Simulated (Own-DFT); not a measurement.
# Hybrid less PBE against volume: monoclinic HfO2, 94 atoms (Hf32O62), with two O vacancies

Calculated, not measured. Each geometry was run twice at fixed positions with Own-DFT, a retired in-house plane-wave program that no person has reviewed: with PBE, and with HSE06 (exact exchange share 0.25 at short range, screening 0.11 per bohr, Gygi-Baldereschi treatment of its divergence). Both used PseudoDojo norm-conserving files made for PBE, a cutoff of 48 hartree, the Gamma point alone, fixed occupations, a neutral cell and no spin. The unstrained cell is 10.1 Å across at its thinnest, so Gamma alone is coarse and defects feel their images. The hafnium file keeps the 4f electrons in the core, and its forces lie about 75 meV/Å off all-electron values. The oxygen file's force components were 24 meV/Å off all-electron values in a glass.

Unstrained cell vectors in Å: (10.234, 0.000, 0.000); (0.000, 10.350, 0.000); (-1.696, 0.000, 10.445), volume V0 = 1106.4 Å³, from measured lattice constants. Each geometry has its own random strain of a few per cent, its own defect sites and random moves of rms u per axis. HSE06 gave the energy alone. D is its energy less that of PBE, over the lowest D shown. The PBE stress wasn't checked against mesh or cutoff.

```
run,V - V0 (Å³),u (Å),P with PBE (GPa),D (eV)
1,29.6,0.0512,-0.43,1.970
2,46.1,0.0485,-3.99,2.448
3,48.4,0.0478,-4.51,2.314
4,-23.1,0.0489,10.21,0.636
5,-16.6,0.0293,6.47,0.742
6,-45.6,0.0488,16.55,0.103
7,-34.7,0.0299,13.03,0.167
8,-8.9,0.0504,7.31,1.052
9,-3.4,0.0298,4.15,0.939
10,23.6,0.0494,-0.31,1.866
11,-39.5,0.0293,13.75,0.000
12,-13.5,0.0302,7.12,0.763
13,7.8,0.0314,3.19,1.226
14,-10.0,0.0511,8.80,?
```

## Working it out

D = 0.94 + 0.0248 (V - V0) + 121 u² eV, with an error of 0.0007 on the volume slope, 26 on the last term and a scatter of 0.06 eV. Pressure is -dE/dV, and 1 eV/Å³ is 160.2 GPa, so HSE06 changes the pressure by -4.0 ± 0.1 GPa. With the ions held to the strained lattice, the PBE pressure falls by 246 ± 10 GPa per unit of volume strain; the shape of the strain isn't fitted, so the true error is larger, and a relaxed crystal would be softer. On that slope HSE06's volume at a given pressure is about 1.6 % smaller, or 0.5 % in lengths. At u = 0 and V0 the PBE pressure is 3.4 GPa, which puts the zero-pressure volume, against the measured cell and with the defects in, at +1.4 % for PBE and -0.2 % for HSE06, each good to a few tenths of a per cent.

## Prediction

The question: what D should run 14 give?

The fitted form gives 1.01 eV, with rows scattering by 0.06. Computed: 0.925 eV.
